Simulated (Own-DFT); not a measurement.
Simulation results for SiC (3C silicon carbide, atoms displaced), GaAs (zincblende with one plane slipped along a stacking-fault path, atoms displaced)

All values are calculated (Own-DFT development build). A calculation, not a measurement: plane-wave PBE density functional theory by an unreviewed code, no spin, of a simulated periodic cell, stress positive in tension, free energy of the whole cell less one offset for each atom, forces on such cells passed a denser k mesh, this cell's mesh not checked; offsets are fitted by least squares, one for each functional and potential file, so energies compare only between cells with the same atoms and settings and are not formation energies; the far tail of each file's local potential was reset to the Coulomb form; each entry is a single point on an unrelaxed cell, so the pressure reflects the starting lattice, mostly measured values (interpolated for alloys), from which strain is counted, and rises with the displacements; printed positions are rounded, which can move forces by about a meV/angstrom; the program, named Own-DFT, is a retired in-house code; no spin-orbit coupling.

Settings shared by all entries: functional PBE; potential files PseudoDojo norm-conserving, scalar-relativistic, standard set; wave cutoff 42 hartree; occupations Fermi-Dirac; smearing width 0.1 eV.

```yaml
- entry: 1
  formula: SiC
  kind: "3C silicon carbide, atoms displaced"
  structure:
    cell_angstrom: [[13.0788, 0.0, 0.0], [0.0, 8.7192, 0.0], [0.0, 0.0, 8.7192]]
    atoms_fractional:
      - [Si, 0.00646, 0.98993, 0.99633]
      - [Si, 0.99801, 0.26078, 0.244]
      - [Si, 0.15865, 0.006, 0.26388]
      - [Si, 0.1609, 0.2487, 0.9999]
      - [C, 0.09073, 0.12807, 0.1267]
      - [C, 0.08791, 0.36768, 0.38311]
      - [C, 0.24843, 0.12697, 0.37448]
      - [C, 0.25021, 0.38098, 0.12268]
      - [Si, 0.00599, 0.99882, 0.50443]
      - [Si, 0.00527, 0.24792, 0.75184]
      - [Si, 0.16898, 0.0077, 0.7513]
      - [Si, 0.17125, 0.25703, 0.50349]
      - [C, 0.08852, 0.12197, 0.61966]
      - [C, 0.07467, 0.37244, 0.8794]
      - [C, 0.23959, 0.12428, 0.87799]
      - [C, 0.24667, 0.3605, 0.62346]
      - [Si, 0.00701, 0.50659, 0.99927]
      - [Si, 0.99979, 0.74833, 0.24891]
      - [Si, 0.16482, 0.4989, 0.2556]
      - [Si, 0.16725, 0.75817, 0.99062]
      - [C, 0.08819, 0.6197, 0.11691]
      - [C, 0.08133, 0.86584, 0.3739]
      - [C, 0.24913, 0.62575, 0.35734]
      - [C, 0.24862, 0.87144, 0.11995]
      - [Si, 0.99783, 0.49797, 0.50436]
      - [Si, 0.00056, 0.75532, 0.76036]
      - [Si, 0.16832, 0.49708, 0.73756]
      - [Si, 0.15765, 0.75958, 0.48994]
      - [C, 0.08668, 0.62792, 0.63266]
      - [C, 0.08516, 0.87369, 0.88654]
      - [C, 0.24173, 0.62241, 0.87806]
      - [C, 0.2533, 0.87558, 0.6199]
      - [Si, 0.33615, 0.00123, 0.00673]
      - [Si, 0.33744, 0.253, 0.26429]
      - [Si, 0.50456, 1.0, 0.24782]
      - [Si, 0.50451, 0.24822, 0.99765]
      - [C, 0.42156, 0.11396, 0.1253]
      - [C, 0.41059, 0.36638, 0.37222]
      - [C, 0.58771, 0.12134, 0.38217]
      - [C, 0.58282, 0.36116, 0.13256]
      - [Si, 0.33349, 0.99717, 0.49691]
      - [Si, 0.32945, 0.23351, 0.74797]
      - [Si, 0.5, 0.00127, 0.74947]
      - [Si, 0.50022, 0.24533, 0.50903]
      - [C, 0.42013, 0.12999, 0.61464]
      - [C, 0.42002, 0.37431, 0.88021]
      - [C, 0.58599, 0.13335, 0.87827]
      - [C, 0.57497, 0.3777, 0.6382]
      - [Si, 0.33833, 0.49602, 0.98663]
      - [Si, 0.32617, 0.74167, 0.25033]
      - [Si, 0.50217, 0.48577, 0.24846]
      - [Si, 0.49885, 0.74952, 0.98834]
      - [C, 0.42047, 0.60711, 0.12522]
      - [C, 0.41057, 0.87294, 0.37229]
      - [C, 0.58212, 0.62144, 0.38275]
      - [C, 0.58839, 0.8854, 0.12489]
      - [Si, 0.33039, 0.50003, 0.50625]
      - [Si, 0.33336, 0.74999, 0.75165]
      - [Si, 0.50027, 0.50645, 0.74683]
      - [Si, 0.49865, 0.74392, 0.50404]
      - [C, 0.41537, 0.62267, 0.62692]
      - [C, 0.41901, 0.88312, 0.87622]
      - [C, 0.58479, 0.61112, 0.87275]
      - [C, 0.58666, 0.87737, 0.63994]
      - [Si, 0.66596, 0.01267, 0.99341]
      - [Si, 0.66927, 0.24302, 0.25257]
      - [Si, 0.82796, 0.99808, 0.25593]
      - [Si, 0.82923, 0.24639, 0.01045]
      - [C, 0.74651, 0.14164, 0.11728]
      - [C, 0.74921, 0.38251, 0.36952]
      - [C, 0.91502, 0.12483, 0.3753]
      - [C, 0.91414, 0.38016, 0.11707]
      - [Si, 0.66388, 0.99373, 0.50862]
      - [Si, 0.66981, 0.25368, 0.7634]
      - [Si, 0.83167, 0.99749, 0.75971]
      - [Si, 0.84275, 0.25226, 0.52011]
      - [C, 0.75129, 0.11539, 0.62536]
      - [C, 0.74853, 0.37368, 0.88257]
      - [C, 0.92593, 0.11476, 0.87518]
      - [C, 0.91462, 0.38307, 0.61937]
      - [Si, 0.66844, 0.50517, 0.0019]
      - [Si, 0.66611, 0.74903, 0.26025]
      - [Si, 0.82901, 0.50335, 0.25718]
      - [Si, 0.83193, 0.74439, 0.99229]
      - [C, 0.752, 0.62244, 0.13333]
      - [C, 0.75372, 0.88947, 0.37658]
      - [C, 0.91856, 0.63322, 0.37485]
      - [C, 0.91811, 0.86669, 0.12678]
      - [Si, 0.66667, 0.49798, 0.49775]
      - [Si, 0.66647, 0.75343, 0.74732]
      - [Si, 0.8329, 0.49947, 0.74229]
      - [Si, 0.83164, 0.74579, 0.50626]
      - [C, 0.74466, 0.62454, 0.62456]
      - [C, 0.74751, 0.88344, 0.87764]
      - [C, 0.91554, 0.62234, 0.86729]
      - [C, 0.92307, 0.88532, 0.62679]
  settings:
    k_mesh: "3 x 4 x 4 centred on Gamma"
  results:
    "free_energy_of_cell_above_offsets [eV]": "-4.844"
    "pressure [GPa]": 6.27
    "stress_xx [GPa]": -6.55
    "stress_yy [GPa]": -6.23
    "stress_zz [GPa]": -6.02
    "stress_yz [GPa]": 0.03
    "stress_xz [GPa]": -0.31
    "stress_xy [GPa]": -0.76
    force_element: [Si, Si, Si, Si, C, C, C, C, Si, Si, Si, Si, C, C, C, C, Si, Si, Si, Si, C, C, C, C, Si, Si, Si, Si, C, C, C, C, Si, Si, Si, Si, C, C, C, C, Si, Si, Si, Si, C, C, C, C, Si, Si, Si, Si, C, C, C, C, Si, Si, Si, Si, C, C, C, C, Si, Si, Si, Si, C, C, C, C, Si, Si, Si, Si, C, C, C, C, Si, Si, Si, Si, C, C, C, C, Si, Si, Si, Si, C, C, C, C]
    "force_x [eV/angstrom]": [-1.78, 0.276, 2.265, 1.793, -3.13, -2.03, 0.439, 0.107, -1.793, -1.45, -0.772, -1.799, -0.233, 2.601, 3.347, 2.65, -3.021, 0.249, 0.517, 1.029, -0.573, -1.598, -1.798, 0.171, 1.745, 0.181, -0.655, 4.008, -1.312, 0.174, 2.831, -1.36, -1.625, -3.334, -0.852, -1.668, -0.523, 3.774, -0.929, 0.956, -0.047, 1.135, 0.315, 1.54, -2.232, -0.282, -1.094, 3.037, -2.337, 3.253, -0.809, 1.115, -0.439, 1.963, -0.292, -0.093, -0.042, -1.026, -1.158, -0.465, -0.433, -1.035, 0.155, -1.933, 0.273, -0.644, 2.794, 3.683, -0.255, -0.147, 1.143, 0.545, 1.305, -0.839, 1.895, -3.438, 0.023, 1.636, -2.177, 1.739, -0.355, 0.294, 2.496, 0.161, -1.326, -2.703, -0.747, -0.924, -0.976, 0.526, -0.747, 1.419, 1.097, 0.104, 0.098, -1.63]
    "force_y [eV/angstrom]": [2.228, -1.757, -0.693, 1.97, -0.961, 2.091, -0.32, -1.473, 0.615, -0.551, -2.707, -3.687, 1.245, 0.331, 0.174, 3.351, -0.969, -0.84, -0.903, -2.411, 1.861, 3.101, -1.224, 0.813, 1.674, -0.298, -0.169, -3.258, 0.316, 0.377, -0.216, 0.026, -0.313, -2.787, -0.697, 0.208, 2.626, 3.197, 0.153, 1.406, 0.778, 1.947, 1.396, 2.302, -3.233, -1.354, -1.367, -1.298, 0.524, 1.798, 0.985, -0.723, 2.81, -0.659, 0.165, -2.039, -0.499, 0.179, -1.733, 1.494, 0.425, -1.002, 3.439, -0.682, -1.399, 1.499, 2.049, 2.027, -4.545, -2.119, 0.613, 0.679, 1.308, -0.337, 0.811, -2.664, 2.278, 1.01, 1.307, -0.544, -1.731, 1.028, -0.179, 0.777, 1.365, -4.135, -1.894, 1.328, -0.871, -1.319, 0.149, 2.123, 0.169, -2.098, 0.375, -2.243]
    "force_z [eV/angstrom]": [3.062, 0.761, -2.402, 0.84, 0.573, -0.964, 1.158, 0.109, -1.533, -0.425, -0.927, -2.187, 0.902, -1.557, 0.284, 1.964, -0.343, -1.187, -2.256, 2.892, 1.9, -1.077, 5.339, 1.17, -1.24, -1.619, 2.791, 2.905, -1.799, -3.893, -2.045, 0.901, -0.079, -5.361, 1.132, 1.437, 0.255, 3.942, -0.004, -0.844, -0.478, 0.979, 0.363, -2.426, 2.85, -2.66, -1.576, -2.479, 3.045, -2.845, 0.669, 2.906, -0.855, 0.077, -1.005, -0.516, -1.956, 0.033, 1.479, -0.722, 0.235, -0.934, -0.01, -2.364, 1.882, 1.045, -2.626, -3.104, 2.373, 2.336, 0.284, 1.525, -0.848, -2.727, -1.614, -4.342, 1.636, -0.818, 0.291, 2.817, 1.449, -1.48, -1.245, 1.737, -1.418, 2.258, 0.955, -0.859, 0.98, 2.172, 1.922, -0.758, 0.016, 0.052, 0.633, 1.092]
- entry: 2
  formula: GaAs
  kind: "zincblende with one plane slipped along a stacking-fault path, atoms displaced"
  structure:
    cell_angstrom:
      - [5.6533, -5.6533, 0.0]
      - [0.0, 5.6533, -5.6533]
      - [12.0604, 12.0604, 9.7991]
    atoms_fractional:
      - [Ga, 0.98766, 0.00085, 0.99745]
      - [As, 0.99773, 0.97474, 0.12786]
      - [Ga, 0.143, 0.29018, 0.16412]
      - [As, 0.11556, 0.24876, 0.29034]
      - [Ga, 0.28932, 0.07415, 0.32571]
      - [As, 0.27299, 0.04203, 0.45645]
      - [Ga, 0.0745, 0.14006, 0.50061]
      - [As, 0.05484, 0.09639, 0.62843]
      - [Ga, 0.22463, 0.43327, 0.66622]
      - [As, 0.19671, 0.39693, 0.79211]
      - [Ga, 0.37038, 0.22647, 0.83519]
      - [As, 0.34544, 0.17916, 0.95934]
      - [Ga, 0.02428, 0.51527, 0.00034]
      - [As, 0.99052, 0.47435, 0.13034]
      - [Ga, 0.14281, 0.78871, 0.15862]
      - [As, 0.11407, 0.75259, 0.29131]
      - [Ga, 0.29271, 0.58246, 0.33497]
      - [As, 0.28937, 0.55168, 0.45838]
      - [Ga, 0.077, 0.63428, 0.50326]
      - [As, 0.04846, 0.61015, 0.61973]
      - [Ga, 0.21392, 0.91428, 0.66805]
      - [As, 0.19266, 0.88725, 0.7969]
      - [Ga, 0.36845, 0.71266, 0.83366]
      - [As, 0.35073, 0.68485, 0.958]
      - [Ga, 0.50518, 0.00945, 0.00346]
      - [As, 0.48609, 0.96466, 0.12125]
      - [Ga, 0.61486, 0.27228, 0.17332]
      - [As, 0.63595, 0.25959, 0.29273]
      - [Ga, 0.79847, 0.07717, 0.33035]
      - [As, 0.77106, 0.04311, 0.45595]
      - [Ga, 0.5638, 0.13047, 0.50095]
      - [As, 0.55189, 0.10019, 0.62684]
      - [Ga, 0.72099, 0.43307, 0.66281]
      - [As, 0.69237, 0.39487, 0.79877]
      - [Ga, 0.86107, 0.19912, 0.83194]
      - [As, 0.8393, 0.17348, 0.9556]
      - [Ga, 0.50186, 0.50453, 0.00135]
      - [As, 0.49163, 0.46458, 0.12504]
      - [Ga, 0.64411, 0.79581, 0.16499]
      - [As, 0.62039, 0.74075, 0.28982]
      - [Ga, 0.80018, 0.59188, 0.32848]
      - [As, 0.782, 0.55216, 0.45886]
      - [Ga, 0.56955, 0.64474, 0.49534]
      - [As, 0.55272, 0.59434, 0.62748]
      - [Ga, 0.70751, 0.91256, 0.66487]
      - [As, 0.69249, 0.87894, 0.79315]
      - [Ga, 0.8584, 0.7169, 0.83454]
      - [As, 0.84262, 0.67117, 0.96112]
  settings:
    hardware: "one NVIDIA H100"
    k_mesh: "4 x 4 x 2 centred on Gamma"
  results:
    "free_energy_of_cell_above_offsets [eV]": "-14.872"
    "pressure [GPa]": 4.93
    "stress_xx [GPa]": -6.19
    "stress_yy [GPa]": -5.63
    "stress_zz [GPa]": -2.97
    "stress_yz [GPa]": -0.17
    "stress_xz [GPa]": 0.32
    "stress_xy [GPa]": 1.36
    force_element: [Ga, As, Ga, As, Ga, As, Ga, As, Ga, As, Ga, As, Ga, As, Ga, As, Ga, As, Ga, As, Ga, As, Ga, As, Ga, As, Ga, As, Ga, As, Ga, As, Ga, As, Ga, As, Ga, As, Ga, As, Ga, As, Ga, As, Ga, As, Ga, As]
    "force_x [eV/angstrom]": [1.174, -1.723, 0.913, 1.296, 0.544, -1.669, 0.933, -0.161, -0.85, -0.001, -1.098, -0.495, -0.462, -1.994, 1.433, 0.963, -0.928, -3.83, 0.155, 1.519, 0.478, 0.313, -0.612, 0.39, -0.688, 0.592, 0.618, 0.08, -0.952, -0.59, 1.444, 0.115, 0.538, 0.187, -0.348, 0.271, 0.055, -0.467, 0.515, 0.053, -0.32, -1.615, 4.193, -0.783, 0.619, -0.16, 0.493, -0.137]
    "force_y [eV/angstrom]": [-0.666, 0.092, 0.196, -0.743, 0.901, -1.407, 1.384, 0.21, 0.518, -0.506, 0.386, 0.77, 0.266, -0.645, 0.571, -2.124, 0.048, -0.094, 0.343, 0.01, 0.733, -0.626, 0.953, 0.086, -1.135, 1.123, -1.347, 0.253, 0.613, -1.24, 1.147, -0.151, 0.445, -2.198, 0.776, 1.057, -0.548, 0.962, -0.76, 0.547, 1.057, -1.561, 0.507, -0.399, 0.355, -0.451, 0.104, 0.185]
    "force_z [eV/angstrom]": [0.65, -0.276, -0.32, -1.081, 0.101, 0.853, -0.708, -0.483, 0.578, 0.223, 0.751, 0.037, 1.136, 0.7, 0.249, -1.109, 0.242, 1.537, -2.052, 1.313, -0.111, -0.737, 0.167, -0.361, -0.616, 0.455, -0.632, 0.513, 1.029, 0.985, -1.129, -0.09, 1.471, -0.771, -0.503, -0.722, 0.269, -0.418, 0.451, -1.005, 1.71, 0.91, -0.927, -1.129, -0.289, -1.045, 0.622, -0.441]
    "wall_time [s]": 768.8
```
